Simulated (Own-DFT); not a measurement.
# One host, several defects: C40 NbSi2

The numbers are computed, not measured, by runs of the plane-wave DFT program Own-DFT (in-house, retired, unreviewed) at fixed positions, with no spin and no spin-orbit coupling.

All runs used: PBE; PseudoDojo norm-conserving scalar-relativistic files; cutoff 42 hartree; 4 x 4 x 5 k mesh centred on Gamma; cold (Marzari-Vanderbilt) smearing of 0.2 eV.

Limits: forces on such cells failed a check on a denser k mesh; stress not checked against mesh or cutoff.

All runs share one cell, with vectors in Å (0.000, 8.324, 0.000); (-9.613, 0.000, 0.000); (0.000, 0.000, 6.586) and a volume of 527.0 Å³. Atoms were moved at random from their sites; u is the rms move along one axis. The defect's site can differ from row to row.

| cell | formula | u (Å) | P (GPa) |
|---|---|---|---|
| no defect | Nb12Si24 | 0.0204 | 1.50 |
| no defect | Nb12Si24 | 0.0208 | 1.51 |
| no defect | Nb12Si24 | 0.0504 | 2.50 |
| two Nb on a Si site each | Nb14Si22 | 0.0303 | 7.72 |
| two Nb on a Si site each | Nb14Si22 | 0.0340 | 7.41 |
| two Nb on a Si site each | Nb14Si22 | 0.0525 | 8.38 |
| one Si vacancy | Nb12Si23 | 0.0325 | 1.12 |
| one Si vacancy | Nb12Si23 | 0.0441 | 1.50 |
| one Si vacancy | Nb12Si23 | 0.0471 | 1.47 |
| two Nb vacancies | Nb10Si24 | 0.0271 | ? |
| two Nb vacancies | Nb10Si24 | 0.0311 | -0.03 |
| two Nb vacancies | Nb10Si24 | 0.0463 | 0.25 |
| two Nb vacancies | Nb10Si24 | 0.0516 | 1.00 |
| two Si on a Nb site each | Nb10Si26 | 0.0285 | 1.55 |
| two Si on a Nb site each | Nb10Si26 | 0.0498 | 2.45 |
| two Si on a Nb site each | Nb10Si26 | 0.0530 | 2.25 |

## Working it out

P = P0 + c u² + a shift for each defect gives P0 = 1.33 GPa, c = 455 ± 59 GPa/Å² and a scatter of 0.18 GPa. The shifts, and each times the cell's volume:

- two Nb on a Si site each: 5.78 ± 0.15 GPa, 19.0 eV (9.5 eV for each of its 2 sites)
- two Si on a Nb site each: -0.17 ± 0.16 GPa, -0.6 eV (-0.3 eV for each of its 2 sites) (not resolved)
- one Si vacancy: -0.75 ± 0.15 GPa, -2.5 eV
- two Nb vacancies: -1.79 ± 0.16 GPa, -5.9 eV (-3.0 eV for each of its 2 sites)

A positive shift means that the defect pushes the cell outwards. Shift times volume (160.2 GPa Å³ is 1 eV) depends little on the cell's size, so, taken for each site, it can be compared between cells at like pressure. The atoms around the defects weren't relaxed, which would change these numbers.

## The run left out

The question: what pressure belongs in the blank (two Nb vacancies, u = 0.0271 Å)?

From the fit: -0.14 ± 0.22 GPa. The hidden result is -0.27 GPa.
